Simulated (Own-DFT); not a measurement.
# How strain changes the stress of hcp Hf, 36 atoms (Hf36)

All numbers below are calculated, not measured. The program, named Own-DFT, is a retired in-house plane-wave density functional code that no person has reviewed. Each row is one single-point run on a periodic cell that was not relaxed, without spin or spin-orbit coupling.

Settings of every run: PBE; PseudoDojo norm-conserving scalar-relativistic files; cutoff 42 hartree; 4 x 4 x 4 k mesh centred on Gamma; cold (Marzari-Vanderbilt) smearing of 0.2 eV.

Known limits: hafnium file: forces about 75 meV/angstrom off all-electron values; forces on such cells passed a denser k mesh, each cell not checked; stress not checked against mesh or cutoff.

Unstrained cell vectors in Å: (9.589, 0.000, 0.000); (-4.795, 8.305, 0.000); (0.000, 0.000, 10.102). The unstrained cell has measured lattice constants (interpolated for alloys), not those of this functional. That, the random moves and any unrelaxed bonds set the pressure at no strain. Each run strains this cell uniformly, with the atoms carried along. Every atom was also moved at random, by a Gaussian of width 0.05 Å on each axis. Strain is the symmetric tensor, in per cent. Stress is positive in tension, and the pressure is minus a third of its trace.

| run | e_xx (%) | e_yy (%) | e_zz (%) | e_yz (%) | e_xz (%) | e_xy (%) | s_xx (GPa) | s_yy (GPa) | s_zz (GPa) | s_yz (GPa) | s_xz (GPa) | s_xy (GPa) | P (GPa) | E (meV/atom) |
|---|---|---|---|---|---|---|---|---|---|---|---|---|---|---|
| 1 | 1.89 | 0.98 | -0.63 | -1.45 | -1.48 | -0.44 | 2.08 | 1.55 | -1.20 | -1.49 | -1.68 | -0.85 | -0.81 | 7.4 |
| 2 | 0.04 | 0.80 | -0.65 | -1.15 | 1.64 | -0.09 | -1.15 | -0.02 | -2.40 | -1.12 | 1.67 | -0.14 | 1.19 | 0.0 |
| 3 | 0.51 | -1.58 | 0.02 | 0.56 | -0.69 | -1.60 | -1.33 | -4.21 | -2.45 | 0.52 | -0.68 | -2.43 | 2.66 | 9.5 |
| 4 | 0.05 | -0.37 | 1.30 | 1.74 | -0.54 | 1.17 | -0.38 | -1.15 | 0.58 | 1.71 | -0.61 | 1.81 | 0.32 | 1.5 |
| 5 | 1.36 | 1.85 | 1.84 | 1.24 | 0.15 | 1.91 | 3.33 | 3.78 | 3.73 | 1.16 | 0.04 | 2.27 | -3.61 | 19.8 |
| 6 | -0.86 | -1.47 | 1.07 | -1.67 | 1.86 | 0.54 | -3.05 | -4.03 | -1.24 | -1.62 | 1.79 | 0.72 | 2.77 | 11.1 |
| 7 | -1.26 | 1.36 | 0.71 | 1.54 | 1.23 | -1.97 | -2.41 | 0.54 | -0.09 | 1.52 | 1.33 | -2.63 | 0.65 | 14.6 |
| 8 | 0.93 | -0.02 | -1.80 | 1.93 | -1.41 | 1.87 | -0.71 | -2.39 | -4.56 | 2.14 | -1.60 | 2.44 | 2.55 | 12.3 |
| 9 | -1.41 | -0.64 | 1.72 | 1.85 | -1.97 | -1.77 | -3.54 | -2.14 | 0.22 | 1.52 | -1.81 | -2.35 | 1.82 | 19.1 |
| 10 | -1.92 | -1.64 | -0.83 | -0.37 | -1.99 | -0.75 | -7.38 | -6.40 | -6.43 | -0.38 | -2.14 | -1.27 | 6.74 | 27.2 |
| 11 | -0.57 | 0.17 | -0.98 | -0.75 | 1.88 | 0.36 | -3.66 | -1.60 | -4.33 | -0.71 | 2.00 | 0.34 | 3.20 | 14.6 |
| 12 | 1.66 | 1.74 | 0.14 | 0.02 | -0.92 | -1.78 | 2.66 | 3.10 | 0.93 | 0.01 | -0.88 | -2.10 | -2.23 | 8.4 |
| 13 | 1.68 | 0.35 | -0.78 | 1.37 | 0.67 | -1.95 | 1.53 | -0.36 | -1.83 | 1.39 | 0.77 | -2.62 | 0.22 | 11.7 |
| 14 | 1.01 | 0.06 | 0.43 | 0.68 | -0.38 | -1.73 | 0.58 | 0.00 | 0.11 | 0.64 | -0.36 | -2.19 | -0.23 | 0.5 |
| 15 | -1.88 | 1.94 | -0.57 | 1.36 | -1.81 | 0.09 | -4.58 | 0.60 | -3.21 | 1.37 | -1.92 | 0.30 | 2.40 | 29.3 |
| 16 | -0.86 | -1.33 | -0.48 | 1.74 | 0.38 | -1.59 | ? | ? | ? | ? | ? | ? | ? | ? |

E is the free energy for each atom above the lowest run shown.

## Worked fit

Each stress component was fitted by least squares to a constant and the strains of the runs shown, as fractions, with shears doubled. Shear strains stay in the fit of a normal stress only where such slopes are resolved. The slopes, in GPa:

```
stress  at no strain  per e_xx  per e_yy  per e_zz  scatter
  s_xx          -1.5   198 ± 7    57 ± 7    75 ± 8     0.31
  s_yy          -1.4    64 ± 7   187 ± 7    65 ± 8     0.31
  s_zz          -1.8    77 ± 5    67 ± 6   202 ± 6     0.25
```

Each shear stress against twice its own strain: yz 51 ± 1, xz 52 ± 1, xy 66 ± 2 GPa. These are stiffnesses along x, y and z of the frame in which the cell vectors are given, which need not be the crystal's axes. The atoms are held to the strained lattice; where symmetry lets them move under strain, relaxing them would lower some slopes. The table should be nearly symmetric about its diagonal, and what it lacks of that shows the noise. A ninth of its sum, 110 ± 2 GPa, estimates the bulk modulus near the mean pressure of these runs, 1.2 GPa.

## Withheld run

Question: what normal stresses and pressure should run 16 give?

The fit gives s_xx = -4.4, s_yy = -4.7, s_zz = -4.4 and P = 4.5 GPa. The calculation gave -4.33, -5.09, -4.50 and P = 4.64 GPa.
